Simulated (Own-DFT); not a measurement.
# Strain and stress in wurtzite AlGaN with randomly placed atoms, 72 atoms (Al9Ga27N36)

All numbers below are calculated, not measured. The program, named Own-DFT, is a retired in-house plane-wave density functional code that no person has reviewed. Each row is one single-point run on a periodic cell that was not relaxed, without spin or spin-orbit coupling.

Settings of every run: PBE; PseudoDojo norm-conserving scalar-relativistic files (stringent for Ga); cutoff 96 hartree; 4 x 4 x 3 k mesh centred on Gamma; Gaussian smearing of 0.01 eV.

Known limits: forces on such cells passed a denser k mesh, each cell not checked; stress not checked against mesh or cutoff.

Unstrained cell vectors in Å: (9.509, 0.000, 0.000); (-4.755, 8.235, 0.000); (0.000, 0.000, 10.268). The unstrained cell has measured lattice constants (interpolated for alloys), not those of this functional. That, the random moves and any unrelaxed bonds set the pressure at no strain. Each run strains this cell uniformly, with the atoms carried along. Every atom was also moved at random, by a Gaussian of width 0.05 Å on each axis. The random placing of the alloy's atoms differs from row to row. Strain is the symmetric tensor, in per cent. Stress is positive in tension, and the pressure is minus a third of its trace.

```
run  e_xx (%)  e_yy (%)  e_zz (%)  s_xx (GPa)  s_yy (GPa)  s_zz (GPa)  P (GPa)  E (meV/atom)
  1     -0.25     -0.25      0.00       -9.65       -9.34       -5.38     8.12           2.4
  2      2.25      2.25      0.00        3.76        4.54       -6.47    -0.61          12.2
  3     -0.50     -0.50      0.00       -9.99       -9.83       -7.13     8.98           0.0
  4      0.25      0.25      0.00       -5.04       -7.98       -6.14     6.38          11.5
  5     -1.50     -1.50      0.00      -14.83      -16.64      -10.83    14.10          38.4
  6     -0.75     -0.75      0.00       -9.96      -10.63       -9.61    10.07           8.6
  7     -2.25     -2.25      0.00      -22.24      -18.11      -11.24    17.20          37.4
  8     -1.25     -1.25      0.00      -14.70      -14.83       -7.98    12.51          14.5
  9      1.00      1.00      0.00           ?           ?           ?        ?             ?
```

E is the free energy for each atom above the lowest run shown.

## Worked fit

The change of volume is close to e_xx + e_yy + e_zz. A straight line through the runs shown gives P = 7.65 - 198 x (fractional change of volume) GPa, with an error of 9 on the slope and a scatter of 0.64 GPa. The strain isn't the same on all axes and the cell isn't cubic, so the slope belongs to this path and is not the bulk modulus.

## Withheld run

Question: what pressure should run 9 give? Its volume changes by 2.01 %.

The line gives 3.7 GPa. The calculation gave 3.58 GPa.
